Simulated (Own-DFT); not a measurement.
## Calculated data, InAs (zincblende, strongly disordered by large displacements), GaP (zincblende, strongly disordered by large displacements)

All values are calculated (Own-DFT development build). A calculation, not a measurement: plane-wave PBE density functional theory by an unreviewed code, no spin, of a simulated periodic cell, stress positive in tension, free energy of the whole cell less one offset for each atom, forces on such cells passed a denser k mesh, this cell's mesh not checked; broken bonds can close the gap or carry spin, so checks made on this kind of crystal may not hold here; offsets are fitted by least squares, one for each functional and potential file, so energies compare only between cells with the same atoms and settings and are not formation energies; the far tail of each file's local potential was reset to the Coulomb form; each entry is a single point on an unrelaxed cell, so the pressure reflects the starting lattice, mostly measured values (interpolated for alloys), from which strain is counted, and rises with the displacements; printed positions are rounded, which can move forces by about a meV/angstrom; the program, named Own-DFT, is a retired in-house code; no spin-orbit coupling.

Settings shared by all entries: functional PBE; potential files PseudoDojo norm-conserving, scalar-relativistic, standard set; wave cutoff 42 hartree; occupations Fermi-Dirac; smearing width 0.1 eV; k mesh 3 x 3 x 3 centred on Gamma.

```yaml
- entry: 1
  formula: InAs
  kind: "zincblende, strongly disordered by large displacements"
  structure:
    cell_angstrom: [[12.1166, 0.0, 0.0], [0.0, 12.1166, 0.0], [0.0, 0.0, 12.1166]]
    atoms_fractional:
      - [In, 0.99874, 0.98475, 0.99478]
      - [In, 0.98879, 0.26839, 0.23895]
      - [In, 0.22982, 0.99904, 0.28949]
      - [In, 0.24235, 0.25166, 0.00342]
      - [As, 0.12465, 0.14305, 0.12482]
      - [As, 0.12307, 0.35242, 0.38216]
      - [As, 0.37926, 0.1445, 0.37685]
      - [As, 0.36792, 0.38602, 0.17606]
      - [In, 0.97444, 0.00059, 0.50364]
      - [In, 0.02724, 0.24429, 0.72806]
      - [In, 0.24273, 0.00602, 0.75645]
      - [In, 0.25021, 0.24917, 0.50147]
      - [As, 0.10661, 0.13891, 0.58213]
      - [As, 0.10246, 0.37048, 0.8706]
      - [As, 0.37015, 0.08548, 0.88026]
      - [As, 0.3571, 0.36161, 0.61598]
      - [In, 0.01328, 0.47085, 0.0098]
      - [In, 0.02943, 0.75335, 0.23836]
      - [In, 0.22298, 0.50148, 0.26849]
      - [In, 0.2397, 0.71456, 0.98908]
      - [As, 0.16118, 0.64072, 0.13298]
      - [As, 0.09351, 0.89251, 0.33972]
      - [As, 0.37284, 0.62173, 0.37667]
      - [As, 0.37334, 0.87981, 0.1389]
      - [In, 0.96869, 0.50485, 0.48997]
      - [In, 2.0e-05, 0.73862, 0.73978]
      - [In, 0.25586, 0.5108, 0.7229]
      - [In, 0.24444, 0.74741, 0.49136]
      - [As, 0.12437, 0.63878, 0.62239]
      - [As, 0.12878, 0.84306, 0.88748]
      - [As, 0.38532, 0.63708, 0.90252]
      - [As, 0.36209, 0.87274, 0.63087]
      - [In, 0.49128, 0.00157, 0.02124]
      - [In, 0.48423, 0.23403, 0.24287]
      - [In, 0.74827, 0.00896, 0.24861]
      - [In, 0.74804, 0.22396, 0.98772]
      - [As, 0.6213, 0.11673, 0.12564]
      - [As, 0.63134, 0.39382, 0.37265]
      - [As, 0.88369, 0.11637, 0.37501]
      - [As, 0.8761, 0.38382, 0.10647]
      - [In, 0.49355, 0.00562, 0.50455]
      - [In, 0.47772, 0.25634, 0.76253]
      - [In, 0.76243, 0.02727, 0.73059]
      - [In, 0.75633, 0.28063, 0.51507]
      - [As, 0.6244, 0.11378, 0.61165]
      - [As, 0.62935, 0.36902, 0.84249]
      - [As, 0.87195, 0.13172, 0.8778]
      - [As, 0.85721, 0.35955, 0.66067]
      - [In, 0.4989, 0.52805, 0.99841]
      - [In, 0.51464, 0.7517, 0.25187]
      - [In, 0.76957, 0.47522, 0.2365]
      - [In, 0.77425, 0.7612, 0.96738]
      - [As, 0.62564, 0.65691, 0.1134]
      - [As, 0.63318, 0.89841, 0.3924]
      - [As, 0.87818, 0.64185, 0.37322]
      - [As, 0.89167, 0.90345, 0.12582]
      - [In, 0.47751, 0.48225, 0.50588]
      - [In, 0.52359, 0.74804, 0.76337]
      - [In, 0.74313, 0.46093, 0.71977]
      - [In, 0.73528, 0.77707, 0.48613]
      - [As, 0.61403, 0.63098, 0.61869]
      - [As, 0.62362, 0.91917, 0.86857]
      - [As, 0.91235, 0.64015, 0.87336]
      - [As, 0.90738, 0.87761, 0.65641]
  settings:
    hardware: "one NVIDIA H200"
  results:
    "free_energy_of_cell_above_offsets [eV]": "0.080"
    "pressure [GPa]": 9.05
    "stress_xx [GPa]": -9.91
    "stress_yy [GPa]": -8.13
    "stress_zz [GPa]": -9.1
    "stress_yz [GPa]": 0.5
    "stress_xz [GPa]": 2.33
    "stress_xy [GPa]": 1.26
    force_element: [In, In, In, In, As, As, As, As, In, In, In, In, As, As, As, As, In, In, In, In, As, As, As, As, In, In, In, In, As, As, As, As, In, In, In, In, As, As, As, As, In, In, In, In, As, As, As, As, In, In, In, In, As, As, As, As, In, In, In, In, As, As, As, As]
    "force_x [eV/angstrom]": [2.627, 0.582, 5.327, 1.491, -0.957, -2.036, -1.454, 0.437, 0.901, -1.691, -2.168, 0.233, 0.872, 3.387, 0.685, 1.358, 1.402, -3.509, 0.444, 1.088, -3.449, -1.961, 0.256, -1.168, 1.678, 2.913, -0.369, 0.195, -0.026, -0.943, -0.038, 0.587, 0.235, 2.695, 0.764, -2.353, 0.305, -0.684, -1.813, -1.924, -1.938, -0.15, 0.23, -1.763, 0.067, -2.071, 3.655, 11.99, 2.969, -1.166, -2.178, -1.16, 2.372, -2.713, -0.893, -2.763, 1.509, -0.846, -8.123, 3.276, 0.947, 0.662, -2.247, -3.583]
    "force_y [eV/angstrom]": [2.454, -1.632, 3.964, 0.769, -1.948, 2.201, -2.938, 0.411, -2.166, 0.069, -1.7, -0.923, -2.128, -0.29, 3.868, 0.741, 4.586, -2.913, -0.202, 4.01, -3.654, -0.062, 0.131, -0.677, -1.485, -0.034, 0.239, 1.351, -1.843, 2.608, 0.435, -0.072, -1.445, 1.506, -0.449, 2.533, 1.691, -1.266, 3.093, -3.21, -0.697, -2.059, -1.217, -2.644, 3.009, -0.662, -1.639, -6.788, -4.191, 1.074, 3.631, 1.425, -1.58, 1.827, 0.695, -3.302, 1.663, 1.461, 12.0, -3.733, -1.219, -1.646, -3.96, 2.933]
    "force_z [eV/angstrom]": [-2.303, 0.56, -3.174, -0.638, 0.865, -0.386, 1.928, -3.264, 0.213, 1.733, -1.83, -1.526, 1.159, -1.757, 0.654, 2.48, -0.386, -2.198, 1.135, -1.528, 3.353, 6.2, -0.288, 0.842, 1.557, 0.519, 2.045, -0.499, -1.67, -1.662, -6.13, -0.313, -0.249, -1.164, 0.451, 1.513, 0.225, 0.2, -1.312, -0.443, 0.041, -0.373, 0.881, -3.053, 0.387, 4.509, -2.296, -4.565, 3.021, 1.207, 1.97, 1.068, -0.782, -3.576, -1.624, 2.384, -0.952, 0.562, 3.524, 3.304, -0.617, -0.102, 2.669, -2.5]
    "wall_time [s]": 1313.0
- entry: 2
  formula: GaP
  kind: "zincblende, strongly disordered by large displacements"
  structure:
    cell_angstrom: [[10.901, 0.0, 0.0], [0.0, 10.901, 0.0], [0.0, 0.0, 10.901]]
    atoms_fractional:
      - [Ga, 0.96996, 0.00756, 0.9888]
      - [Ga, 0.9913, 0.27576, 0.26235]
      - [Ga, 0.22146, 0.01131, 0.22701]
      - [Ga, 0.27834, 0.23913, 0.99269]
      - [P, 0.12927, 0.14061, 0.13406]
      - [P, 0.13455, 0.34884, 0.36377]
      - [P, 0.36985, 0.12146, 0.3541]
      - [P, 0.35159, 0.37771, 0.11493]
      - [Ga, 0.97318, 0.98564, 0.48965]
      - [Ga, 0.9689, 0.23901, 0.74168]
      - [Ga, 0.26539, 0.99293, 0.7688]
      - [Ga, 0.25801, 0.26727, 0.52075]
      - [P, 0.10111, 0.10604, 0.6017]
      - [P, 0.09548, 0.36773, 0.89188]
      - [P, 0.36784, 0.13058, 0.85293]
      - [P, 0.37245, 0.38072, 0.63334]
      - [Ga, 0.99515, 0.50057, 0.02259]
      - [Ga, 0.97493, 0.77073, 0.2861]
      - [Ga, 0.25677, 0.51904, 0.25244]
      - [Ga, 0.26143, 0.75738, 0.99373]
      - [P, 0.09499, 0.62858, 0.11975]
      - [P, 0.13389, 0.89251, 0.37031]
      - [P, 0.37492, 0.60698, 0.36273]
      - [P, 0.36415, 0.90696, 0.14168]
      - [Ga, 0.98594, 0.48591, 0.48783]
      - [Ga, 0.01802, 0.75653, 0.73704]
      - [Ga, 0.27315, 0.52764, 0.75178]
      - [Ga, 0.22868, 0.73477, 0.5]
      - [P, 0.15639, 0.62125, 0.62958]
      - [P, 0.12448, 0.87378, 0.88195]
      - [P, 0.36765, 0.63208, 0.89147]
      - [P, 0.39186, 0.87134, 0.58398]
      - [Ga, 0.50981, 0.00989, 0.99297]
      - [Ga, 0.5105, 0.25855, 0.28053]
      - [Ga, 0.7201, 0.00205, 0.2497]
      - [Ga, 0.75811, 0.24589, 0.01808]
      - [P, 0.60805, 0.10556, 0.11566]
      - [P, 0.66655, 0.38833, 0.35044]
      - [P, 0.84528, 0.13131, 0.36831]
      - [P, 0.87068, 0.36853, 0.09649]
      - [Ga, 0.50698, 0.005, 0.51641]
      - [Ga, 0.5144, 0.27063, 0.77655]
      - [Ga, 0.7563, 0.00391, 0.75046]
      - [Ga, 0.72281, 0.27756, 0.49391]
      - [P, 0.63612, 0.11637, 0.61703]
      - [P, 0.62639, 0.37054, 0.88299]
      - [P, 0.87542, 0.13191, 0.88118]
      - [P, 0.87044, 0.3772, 0.62468]
      - [Ga, 0.47686, 0.48798, 0.00361]
      - [Ga, 0.51934, 0.70828, 0.23525]
      - [Ga, 0.73629, 0.52691, 0.2515]
      - [Ga, 0.73819, 0.7424, 0.99871]
      - [P, 0.65222, 0.62285, 0.10369]
      - [P, 0.59839, 0.86484, 0.391]
      - [P, 0.89197, 0.61138, 0.3571]
      - [P, 0.85816, 0.87446, 0.12778]
      - [Ga, 0.48958, 0.52274, 0.51392]
      - [Ga, 0.51697, 0.73389, 0.77536]
      - [Ga, 0.75879, 0.51299, 0.72753]
      - [Ga, 0.73693, 0.75011, 0.49657]
      - [P, 0.59312, 0.64243, 0.62563]
      - [P, 0.6312, 0.89347, 0.86809]
      - [P, 0.85605, 0.62171, 0.88641]
      - [P, 0.89114, 0.88685, 0.61637]
  settings:
    hardware: "one NVIDIA H100"
  results:
    "free_energy_of_cell_above_offsets [eV]": "-5.057"
    "pressure [GPa]": 8.82
    "stress_xx [GPa]": -7.18
    "stress_yy [GPa]": -9.94
    "stress_zz [GPa]": -9.33
    "stress_yz [GPa]": 0.9
    "stress_xz [GPa]": -1.45
    "stress_xy [GPa]": -3.38
    force_element: [Ga, Ga, Ga, Ga, P, P, P, P, Ga, Ga, Ga, Ga, P, P, P, P, Ga, Ga, Ga, Ga, P, P, P, P, Ga, Ga, Ga, Ga, P, P, P, P, Ga, Ga, Ga, Ga, P, P, P, P, Ga, Ga, Ga, Ga, P, P, P, P, Ga, Ga, Ga, Ga, P, P, P, P, Ga, Ga, Ga, Ga, P, P, P, P]
    "force_x [eV/angstrom]": [3.422, -2.846, 1.438, -3.59, -3.524, 1.936, 0.725, 1.452, 2.678, 3.333, -2.419, -2.023, 1.623, 1.993, 3.311, 2.37, -0.536, 2.188, -4.999, -2.354, 3.45, -1.523, 2.414, 2.78, 2.612, -0.554, -0.736, 2.9, -5.142, -0.374, 2.969, -3.339, -4.214, -0.806, 0.754, -4.051, 2.628, -4.757, 0.974, 1.42, -0.405, -2.979, 1.264, 2.32, 0.037, 2.989, -3.096, -0.685, 2.013, -1.544, 3.336, 2.867, -5.313, 1.307, -2.227, 0.014, -1.011, -1.884, -1.689, 1.208, 4.415, -0.666, 2.154, -4.007]
    "force_y [eV/angstrom]": [-2.573, -2.724, -1.455, 0.221, 2.838, 3.767, 0.815, 0.288, 4.213, 0.393, -2.62, -3.396, 2.015, -0.216, 1.071, 1.124, -0.721, 2.086, -3.306, 2.071, 3.138, -1.926, 3.24, -3.61, -0.873, -0.505, -3.341, 3.726, -1.16, 0.719, -0.549, -2.754, -2.196, -0.199, -1.496, -3.323, 5.217, -1.429, 0.186, 2.286, 2.136, -3.445, 0.381, -2.975, 2.829, 3.227, 0.631, -0.288, 0.277, 2.626, 1.092, 5.686, -3.724, -0.37, -0.192, 0.352, -2.867, 2.867, 0.672, 0.137, -0.902, -2.315, -0.125, -4.75]
    "force_z [eV/angstrom]": [3.061, -2.523, 2.556, 0.357, -3.597, 2.424, 2.75, 2.678, -5.108, -0.629, -3.61, -2.036, 2.236, -1.664, 1.069, 1.352, -3.387, -2.989, -3.63, 3.189, 2.905, 1.332, 2.543, -2.609, 0.378, 0.721, 1.176, -3.529, 0.382, -0.171, -0.627, 4.2, -2.661, -2.136, 0.798, -1.98, 3.034, 0.984, 0.235, 5.219, -2.657, -4.133, -0.729, 2.627, 1.346, 2.368, -1.537, -1.027, -0.514, 1.315, -2.029, -3.054, 1.636, -2.701, 1.954, 0.264, -1.48, 1.348, 1.427, 0.391, -0.526, 0.715, -2.064, 4.371]
    "wall_time [s]": 592.1
- entry: 3
  formula: GaP
  kind: "zincblende, strongly disordered by large displacements"
  structure:
    cell_angstrom: [[10.901, 0.0, 0.0], [0.0, 10.901, 0.0], [0.0, 0.0, 10.901]]
    atoms_fractional:
      - [Ga, 0.97582, 0.98946, 0.93451]
      - [Ga, 0.97249, 0.24377, 0.26512]
      - [Ga, 0.25999, 0.00297, 0.21048]
      - [Ga, 0.26219, 0.24299, 0.9843]
      - [P, 0.10766, 0.11154, 0.10479]
      - [P, 0.18067, 0.37175, 0.37376]
      - [P, 0.38176, 0.14031, 0.37166]
      - [P, 0.38366, 0.35051, 0.03863]
      - [Ga, 0.98105, 0.97997, 0.50552]
      - [Ga, 0.00503, 0.29783, 0.71107]
      - [Ga, 0.25831, 0.99139, 0.77076]
      - [Ga, 0.19497, 0.2724, 0.5123]
      - [P, 0.13315, 0.13865, 0.65241]
      - [P, 0.1453, 0.41282, 0.80808]
      - [P, 0.34484, 0.17013, 0.85563]
      - [P, 0.39737, 0.36317, 0.67316]
      - [Ga, 0.02496, 0.5108, 0.99562]
      - [Ga, 0.02048, 0.76598, 0.21885]
      - [Ga, 0.18674, 0.50438, 0.27005]
      - [Ga, 0.23515, 0.70269, 0.01749]
      - [P, 0.0589, 0.66665, 0.08497]
      - [P, 0.11595, 0.83355, 0.36376]
      - [P, 0.33123, 0.64013, 0.3765]
      - [P, 0.32492, 0.87015, 0.09494]
      - [Ga, 0.02835, 0.48251, 0.50359]
      - [Ga, 0.01266, 0.71708, 0.77821]
      - [Ga, 0.30474, 0.54546, 0.64742]
      - [Ga, 0.25521, 0.74333, 0.48981]
      - [P, 0.14638, 0.61959, 0.63018]
      - [P, 0.09435, 0.9127, 0.82814]
      - [P, 0.34993, 0.617, 0.89875]
      - [P, 0.39654, 0.86292, 0.59526]
      - [Ga, 0.5026, 0.95835, 0.99018]
      - [Ga, 0.50512, 0.25133, 0.19095]
      - [Ga, 0.7186, 0.05275, 0.26481]
      - [Ga, 0.7654, 0.24447, 0.013]
      - [P, 0.59706, 0.07377, 0.07399]
      - [P, 0.60431, 0.35062, 0.38011]
      - [P, 0.91841, 0.09962, 0.37709]
      - [P, 0.87819, 0.33957, 0.09889]
      - [Ga, 0.53281, 0.97855, 0.44984]
      - [Ga, 0.50735, 0.23785, 0.73434]
      - [Ga, 0.75635, 0.99906, 0.77054]
      - [Ga, 0.68481, 0.2321, 0.47361]
      - [P, 0.62749, 0.12497, 0.59019]
      - [P, 0.6325, 0.38945, 0.83237]
      - [P, 0.8035, 0.15766, 0.87058]
      - [P, 0.84171, 0.36856, 0.56398]
      - [Ga, 0.47748, 0.52133, 0.96077]
      - [Ga, 0.46871, 0.74002, 0.28231]
      - [Ga, 0.75201, 0.46895, 0.22206]
      - [Ga, 0.76865, 0.75592, 0.02642]
      - [P, 0.65179, 0.53166, 0.07142]
      - [P, 0.64035, 0.88265, 0.35761]
      - [P, 0.90993, 0.6182, 0.30144]
      - [P, 0.89456, 0.88435, 0.11301]
      - [Ga, 0.50946, 0.50909, 0.50801]
      - [Ga, 0.5217, 0.70013, 0.76203]
      - [Ga, 0.73057, 0.51164, 0.7663]
      - [Ga, 0.75621, 0.73472, 0.51562]
      - [P, 0.64281, 0.62396, 0.58727]
      - [P, 0.64558, 0.86113, 0.86689]
      - [P, 0.89448, 0.62893, 0.89072]
      - [P, 0.84722, 0.87009, 0.56719]
  settings:
    hardware: "one NVIDIA H100"
  results:
    "free_energy_of_cell_above_offsets [eV]": "41.868"
    "pressure [GPa]": 19.34
    "stress_xx [GPa]": -17.19
    "stress_yy [GPa]": -22.94
    "stress_zz [GPa]": -17.9
    "stress_yz [GPa]": -0.22
    "stress_xz [GPa]": 1.98
    "stress_xy [GPa]": -1.23
    force_element: [Ga, Ga, Ga, Ga, P, P, P, P, Ga, Ga, Ga, Ga, P, P, P, P, Ga, Ga, Ga, Ga, P, P, P, P, Ga, Ga, Ga, Ga, P, P, P, P, Ga, Ga, Ga, Ga, P, P, P, P, Ga, Ga, Ga, Ga, P, P, P, P, Ga, Ga, Ga, Ga, P, P, P, P, Ga, Ga, Ga, Ga, P, P, P, P]
    "force_x [eV/angstrom]": [-4.64, 2.478, -1.552, -13.09, -0.085, -2.473, -0.36, 6.637, 5.99, -2.092, 3.583, 2.841, -1.161, -0.209, 5.576, -5.031, -0.332, -3.106, 0.574, 0.019, 2.572, 1.913, 3.906, 3.448, -1.47, 3.1, 7.08, -4.403, -7.556, 2.07, -4.172, -0.285, -6.138, -0.93, 1.115, -8.994, 5.882, -4.123, -3.644, 6.925, -7.953, 4.91, -0.354, 8.961, -3.558, -5.973, 4.948, 1.776, 7.002, 2.297, 1.388, -1.629, -1.0, 5.421, -1.846, -0.968, -2.498, -0.634, 7.109, 0.823, -3.275, -1.324, -5.376, 1.885]
    "force_y [eV/angstrom]": [4.081, 1.439, 3.219, -1.705, 1.181, -3.861, -1.077, 6.24, 0.221, -0.474, 0.912, -5.819, -1.66, 0.404, -6.735, 5.591, -6.717, 4.674, 9.206, 2.372, -2.634, 3.926, -8.628, -2.573, 0.394, 2.888, -3.438, 6.998, 3.388, -5.491, 3.742, 0.459, -6.208, -0.807, -0.094, -1.319, 8.426, 7.757, 1.123, 6.218, 6.233, -4.73, -0.825, 0.366, -8.401, -7.441, -3.364, 0.826, -5.871, 2.15, -0.421, -1.831, 3.359, -7.584, -2.278, 2.928, -2.366, 1.763, 7.14, -1.9, -3.811, -2.406, -1.899, 4.747]
    "force_z [eV/angstrom]": [5.781, -2.334, 4.02, 5.27, -0.507, -1.048, -1.362, 5.032, 0.815, -0.07, -2.322, 7.046, -0.958, 2.399, -8.034, -4.495, -3.06, 5.3, -7.359, 1.175, -4.244, 3.05, -5.551, -1.788, -0.98, -3.222, 2.431, 6.563, -0.891, -3.392, -7.615, 1.778, -4.268, 1.029, -0.974, 2.182, 6.198, -7.746, -1.661, 5.859, 6.135, 1.913, -3.463, -2.049, 8.899, 5.291, -7.938, 1.481, 3.529, -2.488, 3.325, -1.114, -1.896, -5.262, 2.807, -0.004, -1.586, -0.666, -4.857, -7.308, 5.23, 0.544, 0.701, 6.727]
    "wall_time [s]": 600.6
- entry: 4
  formula: InAs
  kind: "zincblende, strongly disordered by large displacements"
  structure:
    cell_angstrom: [[12.1166, 0.0, 0.0], [0.0, 12.1166, 0.0], [0.0, 0.0, 12.1166]]
    atoms_fractional:
      - [In, 0.02481, 0.9952, 0.99198]
      - [In, 0.03181, 0.23601, 0.22586]
      - [In, 0.25401, 0.01812, 0.2314]
      - [In, 0.26768, 0.23844, 0.99424]
      - [As, 0.13395, 0.09431, 0.10072]
      - [As, 0.11289, 0.35097, 0.3958]
      - [As, 0.37553, 0.13207, 0.36731]
      - [As, 0.37648, 0.38886, 0.10834]
      - [In, 0.00538, 0.01149, 0.51094]
      - [In, 0.02558, 0.24259, 0.75113]
      - [In, 0.27239, 0.01412, 0.75704]
      - [In, 0.24435, 0.24259, 0.50095]
      - [As, 0.13695, 0.12754, 0.62064]
      - [As, 0.11667, 0.34112, 0.89703]
      - [As, 0.36644, 0.12043, 0.89842]
      - [As, 0.37293, 0.3864, 0.61059]
      - [In, 0.01028, 0.48869, 0.98926]
      - [In, 0.98158, 0.75682, 0.20705]
      - [In, 0.23353, 0.4847, 0.27493]
      - [In, 0.25505, 0.73946, 0.03301]
      - [As, 0.13867, 0.61281, 0.14716]
      - [As, 0.10598, 0.84756, 0.3679]
      - [As, 0.38324, 0.61294, 0.36688]
      - [As, 0.38511, 0.85672, 0.14704]
      - [In, 0.99929, 0.47793, 0.49502]
      - [In, 0.00045, 0.80258, 0.73142]
      - [In, 0.24916, 0.49424, 0.75255]
      - [In, 0.21392, 0.75922, 0.50309]
      - [As, 0.14155, 0.64428, 0.63145]
      - [As, 0.14945, 0.84514, 0.87476]
      - [As, 0.38139, 0.62851, 0.87429]
      - [As, 0.36474, 0.88458, 0.62973]
      - [In, 0.48028, 0.00285, 0.00863]
      - [In, 0.50804, 0.26144, 0.26907]
      - [In, 0.7536, 0.00424, 0.25359]
      - [In, 0.74028, 0.25087, 0.98357]
      - [As, 0.61862, 0.11814, 0.11159]
      - [As, 0.64089, 0.38885, 0.36146]
      - [As, 0.85211, 0.10618, 0.35972]
      - [As, 0.86732, 0.36741, 0.111]
      - [In, 0.49684, 0.97442, 0.54333]
      - [In, 0.50626, 0.25524, 0.73948]
      - [In, 0.76714, 0.01015, 0.76635]
      - [In, 0.73872, 0.22413, 0.46028]
      - [As, 0.64508, 0.09286, 0.63858]
      - [As, 0.66631, 0.37811, 0.84458]
      - [As, 0.90223, 0.10427, 0.87273]
      - [As, 0.87516, 0.39396, 0.64976]
      - [In, 0.48534, 0.51448, 0.99361]
      - [In, 0.50306, 0.76231, 0.23753]
      - [In, 0.75817, 0.50933, 0.23046]
      - [In, 0.74631, 0.76269, 0.01689]
      - [As, 0.62265, 0.63612, 0.12638]
      - [As, 0.67652, 0.88153, 0.3584]
      - [As, 0.87804, 0.62754, 0.3853]
      - [As, 0.89668, 0.88123, 0.09012]
      - [In, 0.4724, 0.51896, 0.50917]
      - [In, 0.47984, 0.77417, 0.74012]
      - [In, 0.74627, 0.49734, 0.7383]
      - [In, 0.76854, 0.74552, 0.49469]
      - [As, 0.65055, 0.62367, 0.61067]
      - [As, 0.64545, 0.83511, 0.86585]
      - [As, 0.85403, 0.65599, 0.85991]
      - [As, 0.89287, 0.87949, 0.61842]
  settings:
    hardware: "one NVIDIA H200"
  results:
    "stress_yy [GPa]": null
    "pressure [GPa]": null
    "stress_zz [GPa]": null
```

To be estimated
1. Estimate the stress yy of InAs (zincblende, strongly disordered by large displacements) (entry 4).
2. What pressure does the calculation give for InAs (zincblende, strongly disordered by large displacements) (entry 4)?
3. What stress zz does the calculation give for InAs (zincblende, strongly disordered by large displacements) (entry 4)?

## Answers
1. -9.07 GPa
2. 9.37 GPa
3. -9.85 GPa

Further results for InAs (zincblende, strongly disordered by large displacements) (entry 4):

* free energy of cell above offsets: 0.547 eV
* stress xx: -9.19 GPa
* stress yz: 2.57 GPa
* stress xz: -1.88 GPa
* stress xy: 0.48 GPa
* wall time: 1207 s

Force:
```
element  x (eV/Å)  y (eV/Å)  z (eV/Å)
     In    -0.899    -3.006    -4.038
     In    -1.961     0.315     0.372
     In     1.363    -2.434     2.849
     In    -2.532     3.929     3.557
     As      1.75     4.424      1.69
     As     0.226    -0.342    -2.637
     As     0.168    -0.927      1.08
     As    -0.842    -1.582     2.154
     In    -0.204    -0.514    -2.427
     In    -2.513     0.182    -0.991
     In    -2.128    -0.719     0.249
     In     2.665     0.403    -0.536
     As     0.059    -1.332     1.454
     As     1.807     1.457    -0.526
     As      3.52    -1.234    -4.288
     As    -1.097    -2.673     1.871
     In    -1.419     2.098     0.553
     In     1.495    -2.849     3.109
     In     1.341    -0.578      0.15
     In     0.379    -0.466    -1.343
     As    -2.066     -0.11    -1.084
     As    -0.785     3.169    -1.696
     As    -1.657     2.344    -1.633
     As    -5.086      5.43     -3.99
     In    -1.407     2.444      1.72
     In     4.748    -5.489     5.844
     In    -0.417     0.167     0.747
     In     3.529      0.53    -1.731
     As    -2.583    -3.294     2.655
     As     0.304     1.622     0.046
     As     -1.71     1.392    -1.477
     As    -5.185    -2.347    -0.201
     In     1.801    -2.648     0.387
     In    -0.228     0.054    -1.971
     In    -1.119     0.041    -9.077
     In     0.835    -1.467     0.638
     As       0.6     0.836     1.036
     As    -0.672     0.258     1.569
     As      7.89      3.26     2.967
     As     1.372    -0.071     0.414
     In     4.598     3.212    -4.261
     In      0.53     -0.23     0.213
     In    -0.197    -3.285     0.532
     In    -1.487     2.241     2.624
     As    -1.962     2.607    -2.079
     As    -5.452    -3.844     3.928
     As      0.09     2.661     0.573
     As     3.653    -3.856    -2.881
     In     2.979    -0.739     0.367
     In     5.323    -3.723     5.539
     In     0.568     0.207     0.679
     In     0.786    -1.378     0.708
     As    -0.083    -1.278    -0.489
     As    -5.306    -5.098     4.026
     As     2.005    -1.849    -3.028
     As    -2.851     1.703      0.63
     In     3.984     0.541     0.197
     In      2.57    -2.737     1.791
     In     1.296     6.623    -1.025
     In    -0.767     1.782     0.843
     As    -3.132     0.596     0.019
     As    -1.678      2.82    -1.973
     As     1.446    -0.861     0.035
     As    -6.253     3.612    -4.432
```
